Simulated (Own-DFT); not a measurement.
# Hybrid less PBE against volume: alpha-quartz SiO2, 70 atoms (O46Si24), with two O vacancies

Calculated, not measured. Each geometry was run twice at fixed positions with Own-DFT, a retired in-house plane-wave program that no person has reviewed: with PBE, and with HSE06 (exact exchange share 0.25 at short range, screening 0.11 per bohr, Gygi-Baldereschi treatment of its divergence). Both used PseudoDojo norm-conserving files made for PBE, a cutoff of 48 hartree, the Gamma point alone, fixed occupations, a neutral cell and no spin. With Gamma alone and a thickness of 8.5 Å, finite-size errors remain in every number. The oxygen file's force components were 24 meV/Å off all-electron values in a glass.

Unstrained cell vectors in Å: (9.827, 0.000, 0.000); (-4.913, 8.510, 0.000); (0.000, 0.000, 10.810), volume V0 = 904.1 Å³, from measured lattice constants. Each geometry has its own random strain of a few per cent, its own defect sites and random moves of rms u per axis. HSE06 gave the energy alone. D is its energy less that of PBE, over the lowest D shown. The PBE stress wasn't checked against mesh or cutoff.

| run | V - V0 (Å³) | u (Å) | P with PBE (GPa) | D (eV) |
|---|---|---|---|---|
| 1 | -23.8 | 0.0289 | 12.83 | 0.432 |
| 2 | 27.6 | 0.0293 | 2.02 | 1.711 |
| 3 | 27.5 | 0.0286 | 1.70 | 1.721 |
| 4 | 8.9 | 0.0319 | 5.46 | 1.263 |
| 5 | -24.9 | 0.0312 | 13.38 | 0.398 |
| 6 | 1.7 | 0.0316 | 6.51 | 1.201 |
| 7 | -17.6 | 0.0270 | 12.31 | 0.513 |
| 8 | -21.6 | 0.0294 | 12.35 | 0.495 |
| 9 | 2.5 | 0.0310 | 6.66 | 1.149 |
| 10 | 7.6 | 0.0316 | 6.20 | 1.321 |
| 11 | -4.5 | 0.0281 | 7.99 | 0.978 |
| 12 | -39.2 | 0.0297 | 17.32 | 0.000 |
| 13 | -24.0 | 0.0304 | 12.84 | 0.346 |
| 14 | 7.3 | 0.0262 | 5.40 | ? |

## Working it out

D = 1.05 + 0.0264 (V - V0) eV, with an error of 0.0008 on the volume slope and a scatter of 0.06 eV. Pressure is -dE/dV, and 1 eV/Å³ is 160.2 GPa, so HSE06 changes the pressure by -4.2 ± 0.1 GPa. Turning this into a change of volume would need the relaxed stiffness: quartz yields by tilting its tetrahedra, which these fixed-ion runs don't allow.

## Test on the hidden row

Question: what D should run 14 give?

The fit gives 1.24 eV, with rows scattering by 0.06. The hidden result is 1.226 eV.
